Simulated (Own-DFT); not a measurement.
# Computed records: AlGa3N4 (wurtzite random alloy, strained, atoms displaced)

All values are calculated (Own-DFT development build). A calculation, not a measurement: plane-wave density functional theory by an unreviewed code, no spin, of a simulated periodic cell, stress positive in tension, run twice, with PBE and with PBEsol, both on files made for PBE, so the change isn't that of files made for PBEsol, forces on such cells passed a denser k mesh, this cell's mesh not checked; the far tail of each file's local potential was reset to the Coulomb form; each entry is a single point on an unrelaxed cell, so the pressure reflects the starting lattice, mostly measured values (interpolated for alloys), from which strain is counted, and rises with the displacements; printed positions are rounded, which can move forces by about a meV/angstrom; the program, named Own-DFT, is a retired in-house code; no spin-orbit coupling; stress was not checked against mesh or cutoff.

```xyz
72
Lattice="9.7470 0.0000 0.0000 -4.8735 8.4411 0.0000 0.0000 0.0000 10.2685" Properties=species:S:1:pos:R:3:PBE_force_x:R:1:PBE_force_y:R:1:PBE_force_z:R:1:PBEsol_force_x:R:1:PBEsol_force_y:R:1:PBEsol_force_z:R:1 formula=AlGa3N4 functional=PBE,then_PBEsol potential_files=PseudoDojo_norm-conserving,scalar-relativistic,standard_set wave_cutoff=42 occupations=Fermi-Dirac smearing_width=0.1 k_mesh=4_x_4_x_3_centred_on_Gamma PBE_pressure=-1.32 PBE_stress_xx=4.92 PBE_stress_yy=4.79 PBE_stress_zz=-5.75 PBE_stress_yz=-0.3 PBE_stress_xz=0.58 PBE_stress_xy=-0.06 PBEsol_pressure=-5.83 PBEsol_stress_xx=9.33 PBEsol_stress_yy=9.26 PBEsol_stress_zz=-1.08 PBEsol_stress_yz=-0.29 PBEsol_stress_xz=0.56 PBEsol_stress_xy=-0.04 rms_change_of_force_components_from_PBE_to_PBEsol=0.067
Al    -0.0293     1.8447    10.1891      0.701      0.147      1.339      0.679      0.165       1.32
Ga     1.6983     0.8525     2.5706     -1.331      1.083      0.277     -1.292      1.057      0.272
N      0.0056     1.9422     1.9264     -0.485     -1.387     -0.867     -0.483     -1.331     -0.733
N      1.6900     0.9268     4.5891     -0.625      0.435     -0.497     -0.734      0.329     -0.543
Ga    -0.0341     1.9372     5.1666      0.956     -0.905     -0.769      0.897     -0.886      -0.75
Al     1.5672     0.9487     7.6482       0.78     -1.094      0.704      0.782      -1.11      0.694
N     -0.0804     1.7996     7.0900      2.041      1.312      0.511      1.856      1.355      0.448
N      1.5304     0.8021     9.6611      0.198      2.279     -1.351      0.293      2.133     -1.246
Ga    -1.6647     4.6959    10.2438      0.484      0.343     -0.142      0.467      0.353     -0.138
Ga     0.0102     3.7544     2.5670     -1.107     -0.919      0.436     -1.062     -0.907      0.433
N     -1.6127     4.7452     1.9582      0.241     -0.945     -0.518      0.222     -0.932     -0.513
N     -0.0715     3.7473     4.5487      1.392      0.543     -0.244      1.531      0.418     -0.302
Al    -1.5656     4.6258     5.0868      -2.06      1.144      0.625      -2.07      1.157      0.629
Ga    -0.0493     3.7364     7.7319        0.7      0.357     -0.743      0.658       0.38     -0.709
N     -1.5564     4.7759     7.0805     -0.559     -3.783     -1.648     -0.541     -3.683     -1.492
N      0.0474     3.7813     9.6327     -0.072     -0.889      0.764     -0.193     -0.829      0.641
Ga    -3.2532     7.4545     0.0339     -0.243     -0.458     -1.304     -0.225     -0.431     -1.262
Ga    -1.6061     6.5387     2.5836     -0.243      0.925      -0.05     -0.242      0.907      -0.04
N     -3.2396     7.4757     1.9010     -0.178     -0.441      1.668     -0.168     -0.421      1.622
N     -1.6602     6.5880     4.5239      1.037     -1.358      0.173      1.005     -1.211      0.125
Ga    -3.2326     7.4780     5.1637     -0.658      0.227      -1.09     -0.632       0.22     -1.053
Ga    -1.6953     6.4768     7.5734      1.122       3.12      2.209      1.085       3.03      2.162
N     -3.2615     7.4141     7.0315     -0.557      1.939      1.287     -0.541      1.781      1.206
N     -1.6345     6.5546     9.6629      0.832      0.416      -0.35      0.702      0.339     -0.364
Ga     3.2821     1.8729     0.0370     -1.341      -0.56      -0.82     -1.277     -0.543     -0.781
Ga     4.8836     0.9503     2.6146     -0.743     -0.101     -0.616     -0.717     -0.086     -0.581
N      3.2344     1.8590     1.9393      0.513      0.182      0.297      0.506       0.17      0.275
N      4.8119     1.0838     4.4804      0.301       -1.4      1.393      0.446     -1.451      1.295
Al     3.2276     1.8816     5.1441      0.117      0.523     -0.079      0.119       0.54     -0.088
Ga     4.8749     0.9810     7.7379     -0.595     -0.721     -1.548      -0.59      -0.71     -1.504
N      3.2092     1.8019     7.0588     -0.514      1.796      0.397     -0.376      1.723      0.453
N      4.8326     0.9392     9.6066      0.913     -0.468      1.556       0.89     -0.307      1.458
Al     1.6301     4.7234    10.2395     -0.622      -0.55      0.368     -0.605      -0.53       0.36
Ga     3.2821     3.7810     2.5300      -0.79     -0.816      0.296     -0.779     -0.805      0.305
N      1.5347     4.5841     1.9498      2.296      2.126      -1.61      2.236      2.078      -1.45
N      3.2506     3.7801     4.4686      0.292     -0.541      1.016      0.165     -0.475      0.898
Ga     1.6406     4.7189     5.1602     -0.303      -1.75     -1.332     -0.296     -1.682     -1.293
Al     3.2767     3.8404     7.7283      0.091     -1.085       -1.3      0.114     -1.085     -1.301
N      1.6337     4.6977     7.0140       0.65     -1.439      2.336      0.542     -1.323      2.224
N      3.2537     3.7564     9.6340     -1.879      -0.06     -0.697     -1.711     -0.113     -0.554
Al     0.1001     7.5609    10.2422     -2.323     -0.651      0.166     -2.325      -0.64      0.168
Ga     1.6292     6.5469     2.5166     -0.001     -0.393      0.964     -0.016     -0.377      0.972
N      0.0165     7.5034     1.9857       0.26      0.291     -1.362      0.261      0.278     -1.216
N      1.6196     6.4779     4.6061     -0.485       2.08     -2.013      -0.46      2.036     -1.963
Ga     0.0144     7.5469     5.1673     -0.543      0.138     -0.523     -0.536      0.122     -0.488
Ga     1.7177     6.4868     7.6469       -1.5       1.77     -0.168      -1.47      1.736     -0.169
N     -0.0477     7.5601     7.0793      0.683     -0.719      0.529      0.666     -0.697       0.48
N      1.5797     6.6162     9.6095      0.913     -1.089      1.047       0.92     -1.105      0.873
Ga     6.5262     1.8236    10.2422     -0.717      0.546      0.355     -0.712      0.549      0.344
Ga     8.0158     0.9750     2.5540      1.878       0.29      0.786      1.834      0.288      0.789
N      6.4207     1.8913     1.9753      0.794     -0.209     -1.278      0.797      -0.21     -1.258
N      8.1712     1.0373     4.5716     -1.498     -1.891     -1.127     -1.476     -1.841     -1.104
Ga     6.4717     1.8439     5.2457       0.27      0.409     -5.388      0.271      0.418      -5.26
Ga     8.1298     1.0065     7.7423     -1.566     -1.778     -1.318     -1.531     -1.729     -1.293
N      6.4748     1.8771     6.9607      0.218      0.061      5.931      0.211      0.069      5.793
N      8.1068     0.9015     9.6173      0.367     -0.358      1.354      0.235     -0.293      1.221
Ga     4.7732     4.6196     0.0147      1.534      1.352     -1.735      1.502      1.299     -1.679
Ga     6.5819     3.7493     2.4515     -1.146      0.103      1.919     -1.125      0.082      1.872
N      4.8728     4.6217     1.8321      0.325      0.957      2.458      0.301      0.926      2.384
N      6.5031     3.6886     4.5704      0.071      1.822     -0.743      0.069      1.652     -0.788
Al     4.8462     4.6985     5.0770      0.916     -0.554      0.158      0.913     -0.546      0.142
Ga     6.4930     3.7097     7.6785       0.05      0.994     -0.498       0.04       0.98     -0.472
N      4.9362     4.7498     7.0093     -1.483      -1.02      0.414     -1.351      -0.94      0.512
N      6.4444     3.7253     9.6412      0.448     -0.235     -0.047      0.447     -0.236     -0.054
Al     3.1910     7.4003     0.0084       0.58      1.415     -0.333      0.556      1.426     -0.341
Ga     4.8546     6.5714     2.6148       0.54     -0.152     -1.677      0.525     -0.125     -1.615
N      3.2832     7.5395     1.9211     -0.925     -0.598       -0.4     -0.911     -0.588     -0.245
N      4.8440     6.5340     4.4691      0.276     -0.411      1.173      0.261     -0.263      1.078
Ga     3.2158     7.4450     5.1157      0.624      1.251      -0.92       0.61       1.21     -0.868
Ga     4.8895     6.5966     7.7345     -0.619     -0.141     -0.988      -0.58      -0.16     -0.965
N      3.2033     7.5258     6.9716      0.799      0.117      2.233      0.775       0.09      2.173
N      4.7410     6.5775     9.6257      0.502     -0.628      0.958      0.639     -0.692      0.857
```

Units: wave_cutoff in hartree; smearing_width in eV; PBE_pressure, PBE_stress_xx, PBE_stress_yy, PBE_stress_zz, PBE_stress_yz, PBE_stress_xz, PBE_stress_xy, PBEsol_pressure, PBEsol_stress_xx, PBEsol_stress_yy, PBEsol_stress_zz, PBEsol_stress_yz, PBEsol_stress_xz, PBEsol_stress_xy in GPa; rms_change_of_force_components_from_PBE_to_PBEsol, PBE_force_x, PBE_force_y, PBE_force_z, PBEsol_force_x, PBEsol_force_y, PBEsol_force_z in eV/Å.
